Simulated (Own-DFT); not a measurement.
# How strain changes the stress of 4H SiC, 32 atoms (C16Si16)

All numbers below are calculated, not measured. The program, named Own-DFT, is a retired in-house plane-wave density functional code that no person has reviewed. Each row is one single-point run on a periodic cell that was not relaxed, without spin or spin-orbit coupling.

Settings of every run: PBE; PseudoDojo norm-conserving scalar-relativistic files; cutoff 42 hartree; 5 x 5 x 3 k mesh centred on Gamma; Fermi-Dirac smearing of 0.1 eV.

Known limits: forces on such cells passed a denser k mesh, each cell not checked; stress not checked against mesh or cutoff.

Unstrained cell vectors in Å: (6.165, 0.000, 0.000); (-3.083, 5.339, 0.000); (0.000, 0.000, 10.068). The unstrained cell has measured lattice constants (interpolated for alloys), not those of this functional. That, the random moves and any unrelaxed bonds set the pressure at no strain. Each run strains this cell uniformly, with the atoms carried along. Every atom was also moved at random, by a Gaussian of width 0.05 Å on each axis. Strain is the symmetric tensor, in per cent. Stress is positive in tension, and the pressure is minus a third of its trace.

```
run,e_xx (%),e_yy (%),e_zz (%),e_yz (%),e_xz (%),e_xy (%),s_xx (GPa),s_yy (GPa),s_zz (GPa),s_yz (GPa),s_xz (GPa),s_xy (GPa),P (GPa),E (meV/atom)
1,0.87,0.01,0.61,0.84,-1.44,-1.22,-1.11,-2.56,-3.60,2.78,-4.66,-6.98,2.42,24.6
2,1.12,-1.93,-0.25,-1.27,1.22,-0.45,2.21,-13.93,-11.52,-4.10,3.93,-1.99,7.75,29.3
3,0.39,-0.02,1.20,1.91,-1.12,0.34,-2.27,-5.00,1.12,7.08,-3.31,2.16,2.05,18.4
4,0.98,-1.18,-0.44,-1.37,0.12,1.04,-1.42,-11.78,-8.11,-4.37,-0.44,4.36,7.11,39.5
5,0.67,-1.59,-1.76,-0.86,-0.97,1.14,-2.15,-13.01,-19.44,-2.27,-2.93,5.04,11.54,31.1
6,-1.51,1.14,-0.34,-0.95,-0.80,0.08,-11.72,0.24,-8.03,-2.33,-2.10,-0.42,6.50,12.0
7,1.84,-0.06,1.00,-1.35,0.38,1.08,6.00,-1.39,-1.47,-4.95,1.37,3.85,-1.05,7.9
8,0.48,1.44,-0.55,-0.47,-0.35,-0.90,-2.62,2.50,-7.74,-1.92,-1.45,-4.55,2.62,21.3
9,-1.22,-1.67,0.48,-1.76,-1.58,-0.41,-13.39,-12.87,-5.04,-4.25,-4.68,-0.99,10.44,22.9
10,0.90,1.44,1.13,-1.02,0.18,-1.14,2.79,4.04,1.46,-2.95,1.62,-3.34,-2.76,0.0
11,-1.61,-0.83,-1.78,0.69,1.76,-0.17,-16.32,-12.00,-22.73,3.33,7.14,-3.14,17.02,80.7
12,-0.63,-0.64,-0.42,-0.15,1.81,0.48,-11.29,-7.12,-8.22,-0.13,6.09,1.93,8.88,26.2
13,-1.99,-1.00,-1.91,-0.40,-1.76,-0.31,-18.88,-14.44,-22.76,-3.21,-7.62,-5.62,18.69,87.9
14,-1.32,0.86,0.88,0.04,-1.22,1.14,-10.34,-0.81,-2.06,0.44,-4.18,4.09,4.40,20.1
15,-0.75,0.04,0.23,1.07,0.37,-0.43,-10.99,-6.21,-3.77,3.09,1.97,-1.43,6.99,44.2
16,-1.95,1.05,-0.91,-1.22,-0.43,-1.62,?,?,?,?,?,?,?,?
```

E is the free energy for each atom above the lowest run shown.

## Worked fit

Each stress component was fitted by least squares to a constant and the strains of the runs shown, as fractions, with shears doubled. Shear strains stay in the fit of a normal stress only where such slopes are resolved. The slopes, in GPa:

```
stress  at no strain  per e_xx  per e_yy  per e_zz  scatter
  s_xx          -5.1  587 ± 35   69 ± 39   57 ± 45     1.43
  s_yy          -4.7   90 ± 29  505 ± 32   90 ± 37     1.18
  s_zz          -7.0   42 ± 44   99 ± 49  662 ± 57     1.81
```

Each shear stress against twice its own strain: yz 162 ± 13, xz 180 ± 10, xy 218 ± 24 GPa. These are stiffnesses along x, y and z of the frame in which the cell vectors are given, which need not be the crystal's axes. The atoms are held to the strained lattice; where symmetry lets them move under strain, relaxing them would lower some slopes. The table should be nearly symmetric about its diagonal, and what it lacks of that shows the noise. A ninth of its sum, 245 ± 8 GPa, estimates the bulk modulus near the mean pressure of these runs, 6.8 GPa, so it lies above the value at zero pressure.

## Withheld run

Question: what normal stresses and pressure should run 16 give?

The fit gives s_xx = -16.4, s_yy = -2.0, s_zz = -12.8 and P = 10.4 GPa. The calculation gave -18.15, 0.03, -11.44 and P = 9.85 GPa.
